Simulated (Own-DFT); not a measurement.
# Response to strain: wurtzite AlGaN with randomly placed atoms, 96 atoms (Al36Ga12N48)

Calculated results; nothing here was measured. The program, named Own-DFT, is a retired in-house plane-wave density functional code that no person has reviewed. Each row is one single-point run on a periodic cell that was not relaxed, without spin or spin-orbit coupling.

Settings of every run: PBE; PseudoDojo norm-conserving scalar-relativistic files (stringent for Ga); cutoff 96 hartree; 3 x 4 x 3 k mesh centred on Gamma; Gaussian smearing of 0.01 eV.

Known limits: k mesh not checked against a denser one; stress not checked against mesh or cutoff.

Unstrained cell vectors in Å: (12.525, 0.000, 0.000); (-4.697, 8.135, 0.000); (0.000, 0.000, 10.066). The unstrained cell has measured lattice constants (interpolated for alloys), not those of this functional. That, the random moves and any unrelaxed bonds set the pressure at no strain. Each run strains this cell uniformly, with the atoms carried along. Every atom was also moved at random, by a Gaussian of width 0.05 Å on each axis. The random placing of the alloy's atoms differs from row to row. Strain is the symmetric tensor, in per cent. Stress is positive in tension, and the pressure is minus a third of its trace.

| run | e_xx (%) | e_yy (%) | e_zz (%) | s_xx (GPa) | s_yy (GPa) | s_zz (GPa) | P (GPa) | E (meV/atom) |
|---|---|---|---|---|---|---|---|---|
| 1 | 1.50 | 1.50 | 0.00 | 0.82 | 0.50 | -2.88 | 0.52 | 18.6 |
| 2 | -2.25 | -2.25 | 0.00 | -21.05 | -20.17 | -10.12 | 17.11 | 48.1 |
| 3 | -0.75 | -0.75 | 0.00 | -10.39 | -11.10 | -7.89 | 9.79 | 22.5 |
| 4 | 2.25 | 2.25 | 0.00 | 5.36 | 4.79 | -3.46 | -2.23 | 13.2 |
| 5 | -3.00 | -3.00 | 0.00 | -27.29 | -25.64 | -12.99 | 21.97 | 92.6 |
| 6 | 1.25 | 1.25 | 0.00 | 0.19 | 1.14 | -4.30 | 0.99 | 0.5 |
| 7 | 1.00 | 1.00 | 0.00 | -0.73 | -1.38 | -4.34 | 2.15 | 0.0 |
| 8 | -0.25 | -0.25 | 0.00 | -8.96 | -6.36 | -7.02 | 7.45 | 12.8 |
| 9 | -0.50 | -0.50 | 0.00 | ? | ? | ? | ? | ? |

E is the free energy for each atom above the lowest run shown.

## Worked fit

The change of volume is close to e_xx + e_yy + e_zz. A straight line through the runs shown gives P = 7.15 - 230 x (fractional change of volume) GPa, with an error of 9 on the slope and a scatter of 0.87 GPa. The strain isn't the same on all axes and the cell isn't cubic, so the slope belongs to this path and is not the bulk modulus.

## Withheld run

Question: what pressure should run 9 give? Its volume changes by -1.00 %.

The line gives 9.4 GPa. The calculation gave 8.61 GPa.
